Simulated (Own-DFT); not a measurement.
# Computed records: Hf36O71 (tetragonal hafnia with one neutral oxygen vacancy, atoms displaced)

Computed with Own-DFT development build. A calculation, not a measurement: plane-wave PBE and HSE06 DFT by an unreviewed code, no spin, of a simulated cell at Gamma alone, so results move with cell size and shape, stress positive in tension, energies less offsets, not probed for a lower state with spin; hafnium file: forces about 75 meV/angstrom off all-electron values; oxygen file: force components 24 meV/angstrom off all-electron in a glass; k mesh not checked against a denser one; forces and stress are PBE's, HSE06 gives the energy alone, and its difference from PBE has offsets of its own; offsets are fitted by least squares, one for each functional and potential file, so energies compare only between cells with the same atoms and settings and are not formation energies; the far tail of each file's local potential was reset to the Coulomb form; each entry is a single point on an unrelaxed cell, so the pressure reflects the starting lattice, taken from the Materials Project, from which strain is counted, and rises with the displacements; printed positions are rounded, which can move forces by about a meV/angstrom; the program is a retired in-house code; no spin-orbit coupling.

## Hf36O71 (tetragonal hafnia with one neutral oxygen vacancy, atoms displaced)

```cif
# cell vector a (Å): 10.7800 0.0000 0.0000
# cell vector b (Å): 0.0000 10.7800 0.0000
# cell vector c (Å): 0.0000 0.0000 10.4493
data_Hf36O71
_symmetry_space_group_name_H-M 'P 1'
_symmetry_Int_Tables_number 1
_cell_length_a 10.7800
_cell_length_b 10.7800
_cell_length_c 10.4493
_cell_angle_alpha 90.000
_cell_angle_beta 90.000
_cell_angle_gamma 90.000
_cell_volume 1214.30
loop_
_atom_site_label
_atom_site_type_symbol
_atom_site_fract_x
_atom_site_fract_y
_atom_site_fract_z
_atom_site_occupancy
Hf1 Hf 0.99484 0.98909 0.99102 1
Hf2 Hf 0.14917 0.16337 0.24381 1
O1 O 0.00957 0.17399 0.15975 1
O2 O 0.15991 0.99504 0.34327 1
O3 O 0.01844 0.16938 0.38692 1
O4 O 0.15830 0.99147 0.09876 1
Hf3 Hf 0.01658 0.00808 0.49842 1
Hf4 Hf 0.16903 0.17252 0.74068 1
O5 O 0.00823 0.15550 0.65416 1
O6 O 0.16492 0.00694 0.85374 1
O7 O 0.99182 0.16203 0.90010 1
O8 O 0.16532 0.98094 0.60177 1
Hf5 Hf 0.99566 0.33700 0.99468 1
Hf6 Hf 0.15669 0.50894 0.25220 1
O9 O 0.00943 0.50144 0.13851 1
O10 O 0.16290 0.33681 0.34402 1
O11 O 0.99136 0.49865 0.40937 1
O12 O 0.17640 0.32933 0.09850 1
Hf7 Hf 0.99514 0.33091 0.49691 1
Hf8 Hf 0.18132 0.50121 0.74765 1
O13 O 0.99782 0.49528 0.66407 1
O14 O 0.15745 0.32917 0.84718 1
O15 O 0.01314 0.50836 0.89582 1
O16 O 0.15127 0.32590 0.58845 1
Hf9 Hf 0.00689 0.66571 0.00927 1
Hf10 Hf 0.15917 0.83666 0.26039 1
O17 O 0.99606 0.81635 0.15312 1
O18 O 0.99616 0.83736 0.41193 1
O19 O 0.16187 0.66299 0.08450 1
Hf11 Hf 0.98222 0.66597 0.49819 1
Hf12 Hf 0.15910 0.83453 0.75664 1
O20 O 0.99805 0.84509 0.66369 1
O21 O 0.14938 0.65894 0.83289 1
O22 O 0.00925 0.81399 0.90093 1
O23 O 0.17920 0.65556 0.60481 1
Hf13 Hf 0.32750 0.98532 0.00698 1
Hf14 Hf 0.51310 0.17006 0.25000 1
O24 O 0.32642 0.16825 0.16528 1
O25 O 0.50265 0.99368 0.34816 1
O26 O 0.32194 0.17682 0.40085 1
O27 O 0.50850 0.00618 0.09371 1
Hf15 Hf 0.33434 0.99807 0.50082 1
Hf16 Hf 0.49942 0.16485 0.76387 1
O28 O 0.33601 0.17470 0.64725 1
O29 O 0.48981 0.99974 0.84471 1
O30 O 0.32962 0.17026 0.90923 1
O31 O 0.49810 0.99800 0.59631 1
Hf17 Hf 0.33669 0.33525 0.00994 1
Hf18 Hf 0.49030 0.49227 0.23470 1
O32 O 0.33695 0.49455 0.14802 1
O33 O 0.50868 0.33167 0.33879 1
O34 O 0.33572 0.51062 0.40855 1
O35 O 0.50332 0.34218 0.09416 1
Hf19 Hf 0.32852 0.33892 0.50762 1
Hf20 Hf 0.50053 0.50234 0.74590 1
O36 O 0.33533 0.50745 0.65215 1
O37 O 0.49251 0.33306 0.84013 1
O38 O 0.31874 0.49340 0.90706 1
O39 O 0.49349 0.34199 0.59630 1
Hf21 Hf 0.32867 0.66776 0.98647 1
Hf22 Hf 0.49272 0.83699 0.23744 1
O40 O 0.32996 0.81429 0.15773 1
O41 O 0.49480 0.66462 0.35077 1
O42 O 0.33319 0.83531 0.39520 1
O43 O 0.49786 0.67576 0.10758 1
Hf23 Hf 0.33508 0.66283 0.52020 1
Hf24 Hf 0.49866 0.83231 0.75108 1
O44 O 0.33962 0.84468 0.65692 1
O45 O 0.49119 0.66442 0.83762 1
O46 O 0.33470 0.83195 0.90317 1
O47 O 0.48744 0.65564 0.59494 1
Hf25 Hf 0.66507 0.98836 0.00763 1
Hf26 Hf 0.83358 0.16733 0.26453 1
O48 O 0.65672 0.16986 0.15747 1
O49 O 0.84211 0.00194 0.34214 1
O50 O 0.65271 0.16489 0.41647 1
O51 O 0.83631 0.00046 0.09298 1
Hf27 Hf 0.66379 0.00325 0.51046 1
Hf28 Hf 0.83498 0.16711 0.74995 1
O52 O 0.66229 0.16921 0.65547 1
O53 O 0.81616 0.99756 0.83989 1
O54 O 0.67024 0.17098 0.90905 1
O55 O 0.83893 0.01764 0.59402 1
Hf29 Hf 0.67135 0.33416 0.00316 1
Hf30 Hf 0.84717 0.49888 0.24761 1
O56 O 0.66867 0.49813 0.16167 1
O57 O 0.82984 0.32227 0.35843 1
O58 O 0.66336 0.49209 0.40221 1
O59 O 0.82514 0.34020 0.09996 1
Hf31 Hf 0.66317 0.33952 0.50085 1
Hf32 Hf 0.84051 0.48817 0.74285 1
O60 O 0.67531 0.49814 0.64771 1
O61 O 0.83732 0.34506 0.83743 1
O62 O 0.66231 0.50371 0.90224 1
O63 O 0.83947 0.34405 0.58904 1
Hf33 Hf 0.66833 0.67482 0.01038 1
Hf34 Hf 0.84207 0.82982 0.24984 1
O64 O 0.66917 0.82846 0.16468 1
O65 O 0.83546 0.66813 0.34042 1
O66 O 0.66244 0.83494 0.40721 1
O67 O 0.82327 0.65582 0.09815 1
Hf35 Hf 0.67205 0.65704 0.50842 1
Hf36 Hf 0.83514 0.83816 0.75081 1
O68 O 0.67071 0.83778 0.65365 1
O69 O 0.83348 0.67495 0.84247 1
O70 O 0.67389 0.82648 0.89975 1
O71 O 0.83217 0.65804 0.60767 1
```

It was run with first functional PBE, second functional HSE06, exact exchange share 0.25, screening 0.11 1/bohr, exchange divergence Gygi-Baldereschi, potential files PseudoDojo norm-conserving, scalar-relativistic, made for PBE, standard set, wave cutoff 48 hartree, occupations fixed and k mesh 1 x 1 x 1 centred on Gamma.

The calculation gives: PBE energy of cell above offsets -87.293 eV; HSE06 less PBE above offsets 0.552 eV; PBE pressure 6.31 GPa; PBE stress xx -9 GPa; PBE stress yy -2.91 GPa; PBE stress zz -7.01 GPa; PBE stress yz -0.15 GPa; PBE stress xz -0.42 GPa; PBE stress xy 0.12 GPa.

Force:
```csv
element,x (eV/Å),y (eV/Å),z (eV/Å)
Hf,1.22,1.014,-0.317
Hf,9.194,1.57,2.953
O,-8.288,0.544,-4.691
O,-0.207,0.848,1.409
O,-2.268,-0.405,2.777
O,-0.216,-0.648,-0.11
Hf,-2.384,-0.157,0.35
Hf,1.289,0.234,2.272
O,-1.472,0.423,-0.996
O,-0.07,-1.302,-0.324
O,-1.036,0.052,0.748
O,1.543,0.951,-0.339
Hf,2.491,0.337,-0.822
Hf,2.979,-1.687,0.707
O,-1.786,-0.839,1.479
O,-0.583,2.05,-0.475
O,-0.048,0.478,-1.481
O,-2.893,0.452,-0.528
Hf,1.145,-0.143,-0.969
Hf,-3.982,-1.173,1.294
O,2.83,0.39,-2.43
O,-0.163,-0.155,-0.844
O,-1.519,-2.086,1.987
O,2.796,0.473,1.65
Hf,-3.907,-2.047,-3.006
Hf,1.432,-2.033,-0.498
O,0.792,0.741,-0.302
O,0.227,-0.857,-0.464
O,3.894,-0.057,1.81
Hf,2.552,0.16,0.637
Hf,0.724,0.279,-0.995
O,0.224,-0.757,-1.316
O,2.387,2.189,1.437
O,-0.183,4.358,0.218
O,-4.277,1.024,-0.288
Hf,-0.173,4.127,-0.123
Hf,-5.819,-1.337,2.851
O,1.94,-0.873,-1.188
O,-0.519,1.478,-0.489
O,0.452,-1.184,2.087
O,-2.651,-1.318,0.437
Hf,1.038,0.782,-1.369
Hf,-0.537,0.821,-1.517
O,-0.415,-0.416,0.882
O,0.618,-1.269,1.193
O,0.587,-1.428,-0.026
O,-0.071,0.272,0.677
Hf,-0.899,-1.994,-0.719
Hf,2.977,2.27,3.826
O,-3.186,0.895,-0.435
O,-0.45,0.78,0.804
O,-1.278,-1.579,-0.568
O,0.485,-0.617,-0.068
Hf,-0.285,-1.525,-2.754
Hf,2.055,-1.762,0.216
O,0.539,-1.667,0.129
O,0.237,0.867,0.643
O,0.338,1.57,-1.248
O,0.992,0.467,-0.183
Hf,1.002,-1.646,2.311
Hf,1.142,-2.239,4.691
O,-2.136,1.576,-1.887
O,0.756,0.381,-1.076
O,-1.421,-0.193,1.053
O,-0.067,-0.697,-2.686
Hf,-0.832,1.808,-6.087
Hf,0.975,0.994,-0.958
O,-1.107,-0.879,0.076
O,-0.653,0.525,1.318
O,-0.594,-0.278,-0.5
O,6.231,0.424,2.727
Hf,1.737,1.045,-1.831
Hf,-0.123,-0.973,-2.145
O,5.303,-0.019,-1.571
O,-0.096,-0.074,0.119
O,0.97,0.375,-1.44
O,-0.092,-0.206,0.194
Hf,0.092,-1.766,-1.097
Hf,-0.399,-1.039,-0.55
O,0.551,0.271,1.075
O,1.067,0.97,1.241
O,-0.074,-0.967,-0.141
O,-0.111,-0.094,-0.292
Hf,-1.915,1.744,-0.846
Hf,-3.197,-0.221,-0.485
O,0.372,0.048,-0.305
O,0.488,1.35,-0.833
O,1.245,1.994,0.431
O,2.866,-0.4,0.47
Hf,-0.991,-0.817,0.27
Hf,-0.947,5.639,0.521
O,-2.084,0.046,0.094
O,0.105,-4.723,3.102
O,-0.371,-0.232,0.6
O,-1.571,-1.143,1.534
Hf,-0.863,-2.524,-1.188
Hf,-2.592,1.452,1.28
O,0.703,0.803,-2.03
O,0.392,-1.137,1.775
O,1.313,-0.621,1.073
O,2.804,0.074,0.982
Hf,-2.881,1.192,-2.537
Hf,-1.243,-2.281,-0.1
O,-0.796,-0.416,0.171
O,-0.119,-1.137,0.408
O,-1.566,1.399,1.144
O,0.317,1.031,-1.66
```
